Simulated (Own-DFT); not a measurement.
# Response to strain: diamond-structure SiGeSn with randomly placed atoms, 64 atoms (Ge44Si16Sn4)

These are calculations, not measurements. They come from Own-DFT, an in-house plane-wave density functional program, since retired, whose code no person has reviewed. Each row is one single-point run on a periodic cell that was not relaxed, without spin or spin-orbit coupling.

Settings of every run: PBEsol; PseudoDojo norm-conserving scalar-relativistic files, made for PBE; cutoff 49 hartree; 3 x 3 x 3 k mesh centred on Gamma; Fermi-Dirac smearing of 0.1 eV.

Known limits: forces on such cells moved up to 12 meV/angstrom on a denser k mesh; stress not checked against mesh or cutoff.

Unstrained cell vectors in Å: (11.306, 0.000, 0.000); (0.000, 11.306, 0.000); (0.000, 0.000, 11.306). The unstrained cell has measured lattice constants (interpolated for alloys), not those of this functional. That, the random moves and any unrelaxed bonds set the pressure at no strain. Each run strains this cell uniformly, with the atoms carried along. Every atom was also moved at random, by a Gaussian of width 0.05 Å on each axis. The random placing of the alloy's atoms differs from row to row. Strain is the symmetric tensor, in per cent. Stress is positive in tension, and the pressure is minus a third of its trace.

| run | e_xx (%) | e_yy (%) | e_zz (%) | s_xx (GPa) | s_yy (GPa) | s_zz (GPa) | P (GPa) | E (meV/atom) |
|---|---|---|---|---|---|---|---|---|
| 1 | 1.25 | 1.25 | 0.00 | 0.26 | 0.47 | -0.59 | -0.05 | 18.8 |
| 2 | -2.00 | -2.00 | 0.00 | -5.31 | -5.45 | -4.12 | 4.96 | 31.0 |
| 3 | -2.75 | -2.75 | 0.00 | -7.25 | -7.23 | -5.06 | 6.51 | 52.8 |
| 4 | -1.00 | -1.00 | 0.00 | -3.69 | -3.59 | -3.01 | 3.43 | 32.8 |
| 5 | -2.25 | -2.25 | 0.00 | -6.13 | -6.08 | -4.38 | 5.53 | 38.8 |
| 6 | -0.50 | -0.50 | 0.00 | -2.26 | -2.34 | -2.01 | 2.20 | 0.0 |
| 7 | -0.75 | -0.75 | 0.00 | -3.12 | -3.17 | -2.75 | 3.01 | 28.7 |
| 8 | 1.50 | 1.50 | 0.00 | 0.93 | 0.88 | -0.12 | -0.56 | 7.7 |
| 9 | -1.25 | -1.25 | 0.00 | ? | ? | ? | ? | ? |

E is the free energy for each atom above the lowest run shown.

## Worked fit

The change of volume is close to e_xx + e_yy + e_zz. A straight line through the runs shown gives P = 1.82 - 82 x (fractional change of volume) GPa, with an error of 3 on the slope and a scatter of 0.23 GPa. The strain isn't the same on all axes, but the crystal is cubic, so the slope still estimates the bulk modulus, averaged over pressures from -0.6 to 6.5 GPa.

## Withheld run

Question: what pressure should run 9 give? Its volume changes by -2.48 %.

The line gives 3.9 GPa. The calculation gave 3.66 GPa.
